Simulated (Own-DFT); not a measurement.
# Which defects push the lattice out? zincblende GaP

Calculated, not measured: single-point runs of Own-DFT, a retired in-house plane-wave DFT program that no person has reviewed, on unrelaxed cells, without spin or spin-orbit coupling.

Common settings: PBE; PseudoDojo norm-conserving scalar-relativistic files; cutoff 42 hartree; 3 x 3 x 3 k mesh centred on Gamma; Fermi-Dirac smearing of 0.1 eV.

Caveats (not all hold for every row): not probed for a lower state with spin; forces on such cells failed a check on a denser k mesh; forces on such cells passed a denser k mesh, each cell not checked; stress not checked against mesh or cutoff.

All runs share one cell, with vectors in Å (10.901, 0.000, 0.000); (0.000, 10.901, 0.000); (0.000, 0.000, 10.901) and a volume of 1295.4 Å³. The atoms are randomly displaced, by u rms on each axis. The defect's site can differ from row to row.

```
                                     cell    formula   u (Å)  P (GPa)
                                no defect    Ga32P32  0.0205     2.72
                                no defect    Ga32P32  0.0476     3.25
                                no defect    Ga32P32  0.0552     3.30
one Ga on a P site and one P on a Ga site    Ga32P32  0.0271     2.97
one Ga on a P site and one P on a Ga site    Ga32P32  0.0299     3.01
one Ga on a P site and one P on a Ga site    Ga32P32  0.0518     3.44
                  two P on a Ga site each    Ga30P34  0.0480     3.26
                  two P on a Ga site each    Ga30P34  0.0491     3.24
                  two P on a Ga site each    Ga30P34  0.0518     3.25
                       one Ga on a P site    Ga33P31  0.0280     3.27
                       one Ga on a P site    Ga33P31  0.0305     3.30
                       one Ga on a P site    Ga33P31  0.0519     3.77
                       one Ga on a P site    Ga33P31  0.0540        ?
                       one As on a P site  AsGa32P31  0.0299     3.18
                       one As on a P site  AsGa32P31  0.0303     3.20
                       one As on a P site  AsGa32P31  0.0525     3.63
```

## Working it out

P = P0 + c u² + a shift for each defect gives P0 = 2.63 GPa, c = 239 ± 13 GPa/Å² and a scatter of 0.04 GPa. The shifts, and each times the cell's volume:

- one Ga on a P site: 0.46 ± 0.04 GPa, 3.7 eV
- one As on a P site: 0.34 ± 0.04 GPa, 2.7 eV
- one Ga on a P site and one P on a Ga site: 0.16 ± 0.04 GPa, 1.3 eV
- two P on a Ga site each: 0.03 ± 0.04 GPa, 0.2 eV (0.1 eV for each of its 2 sites) (not resolved)

A positive shift means that the defect pushes the cell outwards. Shift times volume (160.2 GPa Å³ is 1 eV) depends little on the cell's size, so, taken for each site, it can be compared between cells at like pressure. The atoms around the defects weren't relaxed, which would change these numbers.

## The run left out

Question: what pressure belongs in the blank (one Ga on a P site, u = 0.0540 Å)?

From the fit: 3.79 ± 0.05 GPa. The hidden result is 3.79 GPa.
